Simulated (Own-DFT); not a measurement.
# What a defect does to the pressure of its cell: C11b WSi2

Everything here is calculated. The program is Own-DFT (plane waves, in-house, since retired, never reviewed by a person); positions were held fixed, and spin and spin-orbit coupling were off.

Method: PBEsol; PseudoDojo norm-conserving scalar-relativistic files, made for PBE; cutoff 50 hartree; 5 x 5 x 5 k mesh centred on Gamma; cold (Marzari-Vanderbilt) smearing of 0.2 eV.

Limits: forces on such cells failed a check on a denser k mesh; stress not checked against mesh or cutoff.

All runs share one cell, with vectors in Å (-2.148, -5.953, 3.409); (-6.444, 2.976, 1.136); (-2.553, -2.948, -6.757) and a volume of 403.2 Å³. u is the rms random offset of the atoms per axis. The defect's site can differ from row to row.

| cell | formula | u (Å) | P (GPa) |
|---|---|---|---|
| no defect | Si20W10 | 0.0188 | 0.52 |
| no defect | Si20W10 | 0.0193 | 0.29 |
| no defect | Si20W10 | 0.0495 | 1.77 |
| one W on a Si site | Si19W11 | 0.0296 | 5.54 |
| one W on a Si site | Si19W11 | 0.0316 | 5.48 |
| one W on a Si site | Si19W11 | 0.0548 | 6.86 |
| one Si vacancy | Si19W10 | 0.0270 | -0.95 |
| one Si vacancy | Si19W10 | 0.0323 | -0.41 |
| one Si vacancy | Si19W10 | 0.0502 | 0.80 |
| one Si on a W site | Si21W9 | 0.0277 | 2.12 |
| one Si on a W site | Si21W9 | 0.0325 | ? |
| one Si on a W site | Si21W9 | 0.0511 | 4.00 |
| one Si on a W site | Si21W9 | 0.0547 | 3.65 |

## What the rows give

P = P0 + c u² + a shift for each defect gives P0 = 0.08 GPa, c = 740 ± 74 GPa/Å² and a scatter of 0.24 GPa. The shifts, and each times the cell's volume:

- one W on a Si site: 4.68 ± 0.20 GPa, 11.8 eV
- one Si on a W site: 1.61 ± 0.21 GPa, 4.1 eV
- one Si vacancy: -1.32 ± 0.20 GPa, -3.3 eV

Against the defect-free cell, a freed cell would be larger where the shift is positive and smaller where it is negative (160.2 GPa Å³ is 1 eV). The atoms around the defects weren't relaxed, which would change these numbers.

## Withheld run

The question: what pressure belongs in the blank (one Si on a W site, u = 0.0325 Å)?

Estimate: 2.47 ± 0.29 GPa. Computed: 2.16 GPa.
